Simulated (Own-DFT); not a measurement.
# Strain and stress in wurtzite AlN, 128 atoms (Al64N64)

These are calculations, not measurements. They come from Own-DFT, an in-house plane-wave density functional program, since retired, whose code no person has reviewed. Each row is one single-point run on a periodic cell that was not relaxed, without spin or spin-orbit coupling.

Settings of every run: PBE; PseudoDojo norm-conserving scalar-relativistic files; cutoff 42 hartree; 2 x 2 x 2 k mesh centred on Gamma; Fermi-Dirac smearing of 0.1 eV.

Known limits: forces on such cells passed a denser k mesh, each cell not checked; stress not checked against mesh or cutoff.

Unstrained cell vectors in Å: (12.448, 0.000, 0.000); (-6.224, 10.780, 0.000); (0.000, 0.000, 9.964). The unstrained cell has measured lattice constants (interpolated for alloys), not those of this functional. That, the random moves and any unrelaxed bonds set the pressure at no strain. Each run strains this cell uniformly, with the atoms carried along. Every atom was also moved at random, by a Gaussian of width 0.05 Å on each axis. Strain is the symmetric tensor, in per cent. Stress is positive in tension, and the pressure is minus a third of its trace.

| run | e_xx (%) | e_yy (%) | e_zz (%) | e_yz (%) | e_xz (%) | e_xy (%) | s_xx (GPa) | s_yy (GPa) | s_zz (GPa) | s_yz (GPa) | s_xz (GPa) | s_xy (GPa) | P (GPa) | E (meV/atom) |
|---|---|---|---|---|---|---|---|---|---|---|---|---|---|---|
| 1 | -1.47 | -1.69 | -0.56 | -0.28 | 0.34 | 1.70 | -14.60 | -18.49 | -11.58 | -1.33 | 1.27 | 6.54 | 14.89 | 48.2 |
| 2 | -0.75 | 0.17 | -1.25 | 0.30 | -1.74 | 1.85 | -10.69 | -7.94 | -11.26 | 0.56 | -4.28 | 5.55 | 9.96 | 31.2 |
| 3 | 1.67 | -0.59 | -0.06 | 0.53 | -1.22 | 1.28 | 0.98 | -5.76 | -5.70 | 0.98 | -3.86 | 4.44 | 3.50 | 0.5 |
| 4 | -1.91 | -1.00 | 0.04 | 0.79 | 0.24 | 0.03 | -16.94 | -12.34 | -8.21 | 1.36 | 0.12 | -1.45 | 12.50 | 24.6 |
| 5 | 0.69 | -0.79 | -1.32 | -1.61 | 0.30 | 0.04 | -2.73 | -10.72 | -13.79 | -4.46 | 0.96 | 0.57 | 9.08 | 24.5 |
| 6 | -1.01 | -1.07 | 0.31 | 1.43 | 0.71 | 0.67 | -11.46 | -11.97 | -5.86 | 3.64 | 2.55 | 3.67 | 9.76 | 17.4 |
| 7 | -0.85 | 1.59 | 1.75 | 0.55 | -1.89 | -1.28 | -4.85 | 0.88 | 1.57 | 0.39 | -4.34 | -4.53 | 0.80 | 5.7 |
| 8 | 1.69 | -1.75 | 0.35 | 1.73 | 1.56 | 0.15 | -0.58 | -11.41 | -3.24 | 3.94 | 4.62 | -0.13 | 5.08 | 14.4 |
| 9 | 1.23 | 1.54 | -0.64 | 1.29 | 0.57 | 0.98 | 1.54 | 0.86 | -6.26 | 3.41 | 1.45 | 3.01 | 1.29 | 0.0 |
| 10 | -0.60 | -1.03 | 1.77 | -1.45 | -0.81 | -1.45 | -9.41 | -8.65 | 0.95 | -3.06 | -1.57 | -5.43 | 5.70 | 13.9 |
| 11 | 1.95 | 0.49 | -1.23 | -1.83 | 1.66 | 1.46 | 2.43 | -1.42 | -10.38 | -4.24 | 4.38 | 5.11 | 3.12 | 7.9 |
| 12 | -1.98 | 0.63 | 1.43 | -0.36 | -0.06 | 0.17 | -13.81 | -3.77 | -0.15 | -1.93 | -0.13 | 1.53 | 5.91 | 10.4 |
| 13 | 0.63 | -0.96 | 0.94 | -0.84 | -1.51 | -0.39 | -3.56 | -9.73 | -1.54 | -2.34 | -3.27 | -2.42 | 4.94 | 14.4 |
| 14 | -0.27 | -0.88 | 0.14 | 0.28 | -0.19 | -1.78 | -9.07 | -9.91 | -4.78 | 0.75 | -0.45 | -6.37 | 7.92 | 6.8 |
| 15 | -1.41 | 1.38 | -1.48 | 0.61 | -1.94 | 1.92 | ? | ? | ? | ? | ? | ? | ? | ? |

E is the free energy for each atom above the lowest run shown.

## Worked fit

Each stress component was fitted by least squares to a constant and the strains of the runs shown, as fractions, with shears doubled. Shear strains stay in the fit of a normal stress only where such slopes are resolved. The slopes, in GPa:

| stress | at no strain | per e_xx | per e_yy | per e_zz | scatter |
|---|---|---|---|---|---|
| s_xx | -5.8 | 465 ± 22 | 147 ± 26 | 65 ± 28 | 1.00 |
| s_yy | -6.2 | 148 ± 24 | 451 ± 28 | 124 ± 31 | 1.09 |
| s_zz | -6.0 | 82 ± 21 | 63 ± 25 | 473 ± 27 | 0.96 |

Each shear stress against twice its own strain: yz 122 ± 7, xz 132 ± 7, xy 186 ± 16 GPa. These are stiffnesses along x, y and z of the frame in which the cell vectors are given, which need not be the crystal's axes. The atoms are held to the strained lattice; where symmetry lets them move under strain, relaxing them would lower some slopes. The table should be nearly symmetric about its diagonal, and what it lacks of that shows the noise. A ninth of its sum, 224 ± 4 GPa, estimates the bulk modulus near the mean pressure of these runs, 6.7 GPa, so it lies above the value at zero pressure.

## Withheld run

Question: what normal stresses and pressure should run 15 give?

The fit gives s_xx = -11.3, s_yy = -3.9, s_zz = -13.3 and P = 9.5 GPa. The calculation gave -13.02, -2.52, -12.06 and P = 9.20 GPa.
